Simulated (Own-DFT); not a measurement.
# From a pressure shift to a lattice shift: C11b WSi2, 30 atoms (Si20W10)

The numbers are computed, not measured, by runs of the plane-wave DFT program Own-DFT (in-house, retired, unreviewed) at fixed positions, with no spin and no spin-orbit coupling.

Known weak points: forces on such cells failed a check on a denser k mesh; stress not checked against mesh or cutoff.

Each geometry was run with PBE and with PBEsol, otherwise alike: PseudoDojo norm-conserving scalar-relativistic files made for PBE; cutoff 50 hartree; 5 x 5 x 5 k mesh centred on Gamma; cold (Marzari-Vanderbilt) smearing of 0.2 eV. Unstrained cell vectors in Å: (-2.149, -5.953, 3.409); (-6.444, 2.976, 1.136); (-2.553, -2.948, -6.757). Each has a uniform strain, of which the change of volume is shown, and random moves of rms u per axis.

| run | volume change (%) | u (Å) | P with PBE (GPa) | P with PBEsol (GPa) |
|---|---|---|---|---|
| 1 | 3.39 | 0.0515 | -1.34 | -5.27 |
| 2 | 0.53 | 0.0517 | 5.25 | 1.18 |
| 3 | 3.26 | 0.0418 | -1.07 | -4.99 |
| 4 | -3.31 | 0.0521 | 15.60 | 11.35 |
| 5 | -3.63 | 0.0466 | 15.54 | 11.25 |
| 6 | -2.26 | 0.0468 | 12.78 | 8.56 |
| 7 | 2.90 | 0.0533 | 0.17 | -3.77 |
| 8 | 1.68 | 0.0558 | 3.22 | -0.78 |
| 9 | 0.24 | 0.0533 | 7.10 | 3.02 |
| 10 | -2.34 | 0.0520 | 12.07 | 7.86 |
| 11 | 2.72 | 0.0496 | 0.30 | ? |

Asked: by how much does PBEsol shrink this cell, and what belongs in the blank?

## Solution

Write v for the change of volume as a fraction. Fitted to v and u², the PBE pressure has a slope of -243 ± 6 GPa in v, with the ions held to the strained lattice. The difference PBEsol less PBE is -4.09 + 5.2 v GPa (slope ± 0.1) and averages -4.09 GPa. Divided by the mean slope of the two, 241 GPa, that makes PBEsol's volume at a given pressure, near 5 GPa, about 1.7 % smaller, or 0.57 % in lengths. At one volume PBEsol's slope is the smaller by 5 GPa, but its pressure there is lower too. If stiffness rises by about 4 GPa for each GPa, PBEsol at equal pressure is stiffer by about 11 GPa. Files made for PBEsol would give a different shift.

For run 11 the line gives -3.65 GPa. The hidden result is -3.64 GPa.
